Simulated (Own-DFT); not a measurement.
# Strain and stress in hcp Ru, 36 atoms (Ru36)

All numbers below are calculated, not measured. The program, named Own-DFT, is a retired in-house plane-wave density functional code that no person has reviewed. Each row is one single-point run on a periodic cell that was not relaxed, without spin or spin-orbit coupling.

Settings of every run: PBE; PseudoDojo norm-conserving scalar-relativistic files; cutoff 50 hartree; 5 x 5 x 4 k mesh centred on Gamma; cold (Marzari-Vanderbilt) smearing of 0.2 eV.

Known limits: forces on such cells failed a check on a denser k mesh; stress not checked against mesh or cutoff.

Unstrained cell vectors in Å: (8.118, 0.000, 0.000); (-4.059, 7.030, 0.000); (0.000, 0.000, 8.563). The unstrained cell has measured lattice constants (interpolated for alloys), not those of this functional. That, the random moves and any unrelaxed bonds set the pressure at no strain. Each run strains this cell uniformly, with the atoms carried along. Every atom was also moved at random, by a Gaussian of width 0.05 Å on each axis. Strain is the symmetric tensor, in per cent. Stress is positive in tension, and the pressure is minus a third of its trace.

```
run,e_xx (%),e_yy (%),e_zz (%),e_yz (%),e_xz (%),e_xy (%),s_xx (GPa),s_yy (GPa),s_zz (GPa),s_yz (GPa),s_xz (GPa),s_xy (GPa),P (GPa),E (meV/atom)
1,0.84,-0.36,-1.13,-0.26,-0.22,0.80,-6.08,-11.16,-15.59,-0.84,-0.96,2.92,10.94,37.0
2,1.75,1.60,-1.89,-0.66,-0.10,1.73,1.59,1.16,-12.88,-2.48,-0.45,5.76,3.38,12.8
3,-0.17,-0.45,-0.34,-1.06,-1.33,1.53,-9.98,-11.63,-11.47,-4.36,-5.48,6.57,11.03,21.5
4,0.13,0.14,0.78,-1.00,-0.75,-0.33,-4.19,-5.21,-2.37,-3.91,-2.33,-0.96,3.92,7.6
5,1.80,-1.84,-1.96,0.77,-0.26,-0.65,-6.05,-20.74,-23.18,3.28,-0.98,-2.23,16.66,71.9
6,-1.85,-0.12,-0.02,1.51,-0.44,0.46,-19.96,-12.76,-12.67,5.48,-2.12,2.24,15.13,43.3
7,-0.87,1.24,-0.44,0.07,-1.73,-1.78,-12.47,-2.91,-11.27,-0.33,-6.97,-7.34,8.88,36.7
8,0.50,-0.63,0.27,1.29,1.54,1.00,-5.33,-9.95,-6.74,4.24,5.53,4.66,7.34,21.0
9,0.12,1.86,1.59,-1.30,-1.16,0.73,-0.21,6.57,5.90,-4.56,-3.64,2.28,-4.08,0.0
10,-0.60,1.74,-1.75,0.28,0.84,0.03,-11.22,-1.78,-17.38,1.60,3.39,-0.05,10.13,22.3
11,0.97,-0.48,0.01,1.85,1.60,-1.81,-3.36,-10.74,-8.41,7.07,5.67,-7.35,7.50,49.2
12,1.72,1.61,0.81,0.66,-1.08,-0.42,6.31,5.47,3.42,2.25,-3.56,-1.32,-5.07,10.5
13,-0.51,0.75,1.47,-0.69,-0.71,1.43,-6.75,-1.31,2.21,-2.31,-2.07,5.79,1.95,9.6
14,-1.89,-1.88,1.56,0.99,0.50,0.15,-21.20,-21.54,-3.49,3.89,1.97,1.03,15.41,42.3
15,-1.35,1.79,-1.16,1.64,1.83,-1.86,-14.70,-3.76,-15.52,6.91,7.26,-7.03,11.33,49.4
16,-0.07,-0.85,-1.29,0.05,0.09,1.72,?,?,?,?,?,?,?,?
```

E is the free energy for each atom above the lowest run shown.

## Worked fit

Each stress component was fitted by least squares to a constant and the strains of the runs shown, as fractions, with shears doubled. Shear strains stay in the fit of a normal stress only where such slopes are resolved. The slopes, in GPa:

| stress | at no strain | per e_xx | per e_yy | per e_zz | scatter |
|---|---|---|---|---|---|
| s_xx | -8.2 | 598 ± 17 | 215 ± 15 | 204 ± 17 | 0.74 |
| s_yy | -8.5 | 191 ± 19 | 622 ± 18 | 200 ± 19 | 0.85 |
| s_zz | -8.4 | 179 ± 21 | 203 ± 20 | 681 ± 21 | 0.94 |

Each shear stress against twice its own strain: yz 178 ± 10, xz 197 ± 6, xy 199 ± 7 GPa. These are stiffnesses along x, y and z of the frame in which the cell vectors are given, which need not be the crystal's axes. The atoms are held to the strained lattice; where symmetry lets them move under strain, relaxing them would lower some slopes. The table should be nearly symmetric about its diagonal, and what it lacks of that shows the noise. A ninth of its sum, 344 ± 9 GPa, estimates the bulk modulus near the mean pressure of these runs, 7.6 GPa, so it lies above the value at zero pressure.

## Withheld run

Question: what normal stresses and pressure should run 16 give?

The fit gives s_xx = -13.1, s_yy = -16.5, s_zz = -19.0 and P = 16.2 GPa. The calculation gave -13.85, -16.60, -18.59 and P = 16.35 GPa.
